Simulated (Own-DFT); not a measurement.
# Two functionals across a range of volumes: D0_22 TiAl3, 40 atoms (Al30Ti10)

Everything here is calculated. The program is Own-DFT (plane waves, in-house, since retired, never reviewed by a person); positions were held fixed, and spin and spin-orbit coupling were off.

Limits: forces on such cells failed a check on a denser k mesh; stress not checked against mesh or cutoff.

Each geometry was run with PBE and with PBEsol, otherwise alike: PseudoDojo norm-conserving scalar-relativistic files made for PBE; cutoff 42 hartree; 4 x 4 x 4 k mesh centred on Gamma; cold (Marzari-Vanderbilt) smearing of 0.2 eV. Unstrained cell vectors in Å: (-2.365, -6.981, 4.326); (-7.667, 3.491, 1.442); (-2.950, -3.488, -7.241). Each has a uniform strain, of which the change of volume is shown, and random moves of rms u per axis.

```
run  volume change (%)   u (Å)  P with PBE (GPa)  P with PBEsol (GPa)
  1               1.50  0.0527              1.19                -0.69
  2              -0.11  0.0502              2.99                 1.08
  3              -1.43  0.0501              4.63                 2.68
  4               0.12  0.0511              2.86                 0.96
  5              -2.90  0.0451              6.20                 4.22
  6              -0.95  0.0488              3.80                 1.87
  7               0.42  0.0421              2.15                 0.25
  8              -2.06  0.0480              5.32                 3.36
  9              -1.08  0.0528              4.26                 2.33
 10              -0.43  0.0497              3.31                    ?
```

Q: by how much does PBEsol shrink this cell, and what belongs in the blank?

## Answer

Write v for the change of volume as a fraction. Fitted to v and u², the PBE pressure has a slope of -119 ± 2 GPa in v, with the ions held to the strained lattice. The difference PBEsol less PBE is -1.91 + 2.4 v GPa (slope ± 0.1) and averages -1.92 GPa. Divided by the mean slope of the two, 118 GPa, that makes PBEsol's volume at a given pressure, near 3 GPa, about 1.6 % smaller, or 0.54 % in lengths. At one volume PBEsol's slope is the smaller by 2 GPa, but its pressure there is lower too. If stiffness rises by about 4 GPa for each GPa, PBEsol at equal pressure is stiffer by about 5 GPa. Files made for PBEsol would give a different shift.

For run 10 the line gives 1.39 GPa. The run itself gave 1.39 GPa.
